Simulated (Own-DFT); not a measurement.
# How strain changes the stress of wurtzite GaN, 96 atoms (Ga48N48)

Calculated results; nothing here was measured. They come from Own-DFT, an in-house plane-wave density functional program, since retired, whose code no person has reviewed. Each row is one single-point run on a periodic cell that was not relaxed, without spin or spin-orbit coupling.

Settings of every run: PBE; PseudoDojo norm-conserving scalar-relativistic files; cutoff 42 hartree; 3 x 4 x 3 k mesh centred on Gamma; Fermi-Dirac smearing of 0.1 eV.

Known limits: forces on such cells passed a denser k mesh, each cell not checked; stress not checked against mesh or cutoff.

Unstrained cell vectors in Å: (12.756, 0.000, 0.000); (-4.784, 8.285, 0.000); (0.000, 0.000, 10.370). The unstrained cell has measured lattice constants (interpolated for alloys), not those of this functional. That, the random moves and any unrelaxed bonds set the pressure at no strain. Each run strains this cell uniformly, with the atoms carried along. Every atom was also moved at random, by a Gaussian of width 0.05 Å on each axis. Strain is the symmetric tensor, in per cent. Stress is positive in tension, and the pressure is minus a third of its trace.

```
run  e_xx (%)  e_yy (%)  e_zz (%)  e_yz (%)  e_xz (%)  e_xy (%)  s_xx (GPa)  s_yy (GPa)  s_zz (GPa)  s_yz (GPa)  s_xz (GPa)  s_xy (GPa)  P (GPa)  E (meV/atom)
  1     -1.84     -1.22      1.72     -0.12      0.20     -1.86      -16.91      -16.08       -1.61       -0.39       -0.17       -6.03    11.53          47.9
  2     -0.18      0.68      1.90      0.69      1.81      0.65       -6.18       -2.93       -0.13        1.04        3.34        3.19     3.08           9.0
  3     -1.67     -1.11     -0.17     -0.80     -1.65      0.70      -17.14      -13.51      -11.72       -2.95       -3.65        2.54    14.13          37.2
  4      0.25      1.20      0.38      0.17     -0.59      1.81       -5.50       -2.43       -6.86        0.70       -0.78        6.63     4.93          20.5
  5      0.96     -1.67     -1.66     -0.78      1.85      1.15       -8.30      -14.49      -18.22       -1.45        4.55        5.93    13.67          52.4
  6      0.46      1.69      1.14      0.02     -1.98     -1.21       -3.43        0.91       -2.66       -0.09       -3.98       -2.96     1.72           9.7
  7      1.67      0.22     -0.77      0.28      1.46      1.04       -2.83       -4.66       -9.16        0.88        3.21        3.93     5.55           5.7
  8      1.97      0.67      1.36     -1.05      1.29     -1.25        1.35       -2.29        0.36       -1.36        2.64       -3.15     0.19           3.4
  9     -1.10      0.51      0.61      1.92     -0.61      1.99      -12.51       -5.07       -6.65        2.83       -0.77        5.55     8.08          31.4
 10      1.81      0.89     -0.45      0.69     -0.29     -1.43       -0.87       -1.36       -8.32        0.75       -0.84       -5.36     3.51           5.8
 11      0.94     -1.47     -0.84     -0.91     -0.50      0.83       -6.01      -13.86      -11.20       -1.34       -1.01        3.13    10.36          15.9
 12      1.22      0.11      1.59     -1.17     -1.06      0.11       -0.58       -5.65       -0.13       -2.40       -1.89        0.58     2.12           0.0
 13     -1.15     -0.66      0.60      1.39     -0.20      0.60      -12.78      -11.67       -7.12        3.49        0.28        0.08    10.52          32.1
 14     -1.00      1.60     -0.30     -1.04     -1.19     -0.22       -9.15       -1.55       -9.78       -1.67       -2.38       -0.64     6.83           9.3
 15     -0.04     -0.50      1.89     -0.90      1.30     -1.11       -6.42       -8.57       -0.13       -1.62        2.84       -2.86     5.04           3.2
 16     -0.74     -0.69      0.45     -0.54     -1.81     -1.58      -10.38      -13.16       -6.81       -1.97       -3.99       -4.85    10.12          35.5
 17      1.66      0.62     -0.90     -1.07     -0.87      0.34        0.36       -4.71      -11.52       -2.45       -1.91        1.21     5.29           9.8
 18      1.70     -1.98     -1.60     -0.90     -0.47     -0.03           ?           ?           ?           ?           ?           ?        ?             ?
```

E is the free energy for each atom above the lowest run shown.

## Worked fit

Each stress component was fitted by least squares to a constant and the strains of the runs shown, as fractions, with shears doubled. Shear strains stay in the fit of a normal stress only where such slopes are resolved. The slopes, in GPa:

```
stress,at no strain,per e_xx,per e_yy,per e_zz,scatter
s_xx,-8.1,412 ± 23,131 ± 27,86 ± 26,1.07
s_yy,-7.7,101 ± 21,466 ± 25,32 ± 24,0.98
s_zz,-8.6,93 ± 20,37 ± 23,479 ± 23,0.92
```

Each shear stress against twice its own strain: yz 92 ± 10, xz 103 ± 5, xy 169 ± 10 GPa. These are stiffnesses along x, y and z of the frame in which the cell vectors are given, which need not be the crystal's axes. The atoms are held to the strained lattice; where symmetry lets them move under strain, relaxing them would lower some slopes. The table should be nearly symmetric about its diagonal, and what it lacks of that shows the noise. A ninth of its sum, 204 ± 5 GPa, estimates the bulk modulus near the mean pressure of these runs, 6.9 GPa, so it lies above the value at zero pressure.

## Withheld run

Question: what normal stresses and pressure should run 18 give?

The fit gives s_xx = -5.0, s_yy = -15.7, s_zz = -15.4 and P = 12.1 GPa. The calculation gave -2.84, -15.23, -16.72 and P = 11.60 GPa.
